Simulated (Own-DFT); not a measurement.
# What random displacements cost in beta-Si3N4, 112 atoms (N64Si48)

These are calculations, not measurements. They come from Own-DFT, an in-house plane-wave density functional program, since retired, whose code no person has reviewed. Each row is one single-point run on a periodic cell that was not relaxed, without spin or spin-orbit coupling.

Settings of every run: PBE; PseudoDojo norm-conserving scalar-relativistic files; cutoff 42 hartree; 2 x 2 x 4 k mesh centred on Gamma; Fermi-Dirac smearing of 0.1 eV.

Known limits, some of them of some rows only: some atoms lie very close together; forces on such cells moved up to 12 meV/angstrom on a denser k mesh; stress not checked against mesh or cutoff.

Cell vectors in Å: (15.212, 0.000, 0.000); (-7.606, 13.174, 0.000); (0.000, 0.000, 5.818). In each run every atom was moved at random and independently from its ideal site; u is the rms move along one axis. E is the free energy for each atom above the fitted value at u = 0, and F the rms of the force components.

| run | u (Å) | E (meV/atom) | F (eV/Å) | largest force (eV/Å) | P (GPa) |
|---|---|---|---|---|---|
| 1 | 0.0188 | 16.0 | 0.844 | 3.66 | 5.53 |
| 2 | 0.0197 | 17.7 | 0.881 | 3.75 | 5.56 |
| 3 | 0.0490 | 108.0 | 1.913 | 7.33 | 7.91 |
| 4 | 0.0508 | 120.9 | 2.162 | 10.13 | 8.09 |
| 5 | 0.0510 | ? | ? | ? | ? |
| 6 | 0.0962 | 388.6 | 4.138 | 26.74 | 14.98 |
| 7 | 0.1007 | 493.3 | 4.858 | 24.70 | 17.82 |
| 8 | 0.1386 | 981.9 | 8.834 | 51.77 | 29.60 |

## Worked fit

For small independent moves the energy grows as E = (3/2) K u², with K the mean stiffness felt by one atom. The runs with u up to 0.11 Å give K = 30.4 ± 1.0 eV/Å², with residuals divided by u² + 0.0006 Å², since the noise grows with the moves. The scatter is 7.1 meV/atom at u = 0.05 Å. The forces follow F = G u with G = 43.8 eV/Å²; no force at u = 0 is resolved. G exceeds K because the moves of its neighbours add to the force on an atom, and stiffness differs between atoms. The pressure follows P = 5.07 + 1172 u² GPa: at fixed volume, shortened bonds push harder than stretched ones pull.

## Withheld run

Question: what energy and rms force should run 5 give?

The fit gives 118 ± 8 meV/atom and about 2.23 eV/Å. The calculation gave 118.6 meV/atom and 2.053 eV/Å.
